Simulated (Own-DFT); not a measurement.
# What random displacements cost in beta-Si3N4, 112 atoms (N64Si48)

Calculated results; nothing here was measured. They come from Own-DFT, an in-house plane-wave density functional program, since retired, whose code no person has reviewed. Each row is one single-point run on a periodic cell that was not relaxed, without spin or spin-orbit coupling.

Settings of every run: PBEsol; PseudoDojo norm-conserving scalar-relativistic files, made for PBE; cutoff 42 hartree; 2 x 2 x 4 k mesh centred on Gamma; Fermi-Dirac smearing of 0.1 eV.

Known limits, some of them of some rows only: some atoms lie very close together; forces on such cells moved up to 12 meV/angstrom on a denser k mesh; stress not checked against mesh or cutoff.

Cell vectors in Å: (15.212, 0.000, 0.000); (-7.606, 13.174, 0.000); (0.000, 0.000, 5.818). In each run every atom was moved at random and independently from its ideal site; u is the rms move along one axis. E is the free energy for each atom above the fitted value at u = 0, and F the rms of the force components.

| run | u (Å) | E (meV/atom) | F (eV/Å) | largest force (eV/Å) | P (GPa) |
|---|---|---|---|---|---|
| 1 | 0.0197 | 19.4 | 0.908 | 3.43 | 3.13 |
| 2 | 0.0197 | ? | ? | ? | ? |
| 3 | 0.0200 | 17.8 | 0.862 | 3.32 | 3.18 |
| 4 | 0.0490 | 117.4 | 2.057 | 6.89 | 5.74 |
| 5 | 0.0511 | 148.4 | 2.757 | 22.12 | 6.90 |
| 6 | 0.0518 | 122.2 | 2.078 | 7.75 | 5.24 |
| 7 | 0.0941 | 389.3 | 4.058 | 17.31 | 12.90 |
| 8 | 0.1007 | 441.5 | 4.090 | 15.21 | 14.68 |
| 9 | 0.1014 | 564.1 | 5.984 | 40.10 | 17.70 |
| 10 | 0.1392 | 904.6 | 6.553 | 32.36 | 28.36 |

## Worked fit

For small independent moves the energy grows as E = (3/2) K u², with K the mean stiffness felt by one atom. The runs with u up to 0.11 Å give K = 32.4 ± 1.7 eV/Å², with residuals divided by u² + 0.0006 Å², since the noise grows with the moves. The scatter is 14.5 meV/atom at u = 0.05 Å. The forces follow F = G u with G = 46.5 eV/Å²; no force at u = 0 is resolved. G exceeds K because the moves of its neighbours add to the force on an atom, and stiffness differs between atoms. The pressure follows P = 2.62 + 1285 u² GPa: at fixed volume, shortened bonds push harder than stretched ones pull.

## Withheld run

Question: what energy and rms force should run 2 give?

The fit gives 19 ± 5 meV/atom and about 0.92 eV/Å. The calculation gave 19.3 meV/atom and 0.907 eV/Å.
